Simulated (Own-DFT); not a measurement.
# Point defects and the pressure they add: wurtzite GaN

The numbers are computed, not measured, by runs of the plane-wave DFT program Own-DFT (in-house, retired, unreviewed) at fixed positions, with no spin and no spin-orbit coupling.

Common settings: PBE; PseudoDojo norm-conserving scalar-relativistic files; cutoff 42 hartree; 4 x 4 x 3 k mesh centred on Gamma; Fermi-Dirac smearing of 0.1 eV.

Caveats (not all hold for every row): not probed for a lower state with spin; forces not confirmed at this smearing and k mesh; stress not checked against mesh or cutoff.

All runs share one cell, with vectors in Å (9.567, 0.000, 0.000); (-4.784, 8.285, 0.000); (0.000, 0.000, 10.370) and a volume of 822.0 Å³. u is the rms random offset of the atoms per axis. The defect's site can differ from row to row.

| cell | formula | u (Å) | P (GPa) |
|---|---|---|---|
| no defect | Ga36N36 | 0.0197 | 5.89 |
| no defect | Ga36N36 | 0.0490 | 7.56 |
| no defect | Ga36N36 | 0.0535 | 8.05 |
| one N on a Ga site | Ga35N37 | 0.0312 | 5.46 |
| one N on a Ga site | Ga35N37 | 0.0321 | ? |
| one N on a Ga site | Ga35N37 | 0.0527 | 7.07 |
| one N on a Ga site | Ga35N37 | 0.0548 | 7.06 |
| one Ga on an N site | Ga37N35 | 0.0284 | 12.07 |
| one Ga on an N site | Ga37N35 | 0.0512 | 13.91 |
| one Ga on an N site | Ga37N35 | 0.0515 | 13.14 |

## Worked fit

P = P0 + c u² + a shift for each defect gives P0 = 5.60 GPa, c = 832 ± 92 GPa/Å² and a scatter of 0.26 GPa. The shifts, and each times the cell's volume:

- one Ga on an N site: 5.75 ± 0.21 GPa, 29.5 eV
- one N on a Ga site: -0.95 ± 0.22 GPa, -4.8 eV

Positive is outwards. The product with the volume (160.2 GPa Å³ to the eV) is nearly free of the cell's size; divided by the bulk modulus at the cell's pressure it gives the volume that the defect adds. The atoms around the defects weren't relaxed, which would change these numbers.

## Test on the hidden row

Question: what pressure belongs in the blank (one N on a Ga site, u = 0.0321 Å)?

The fit gives 5.52 ± 0.32 GPa. Computed: 5.65 GPa.
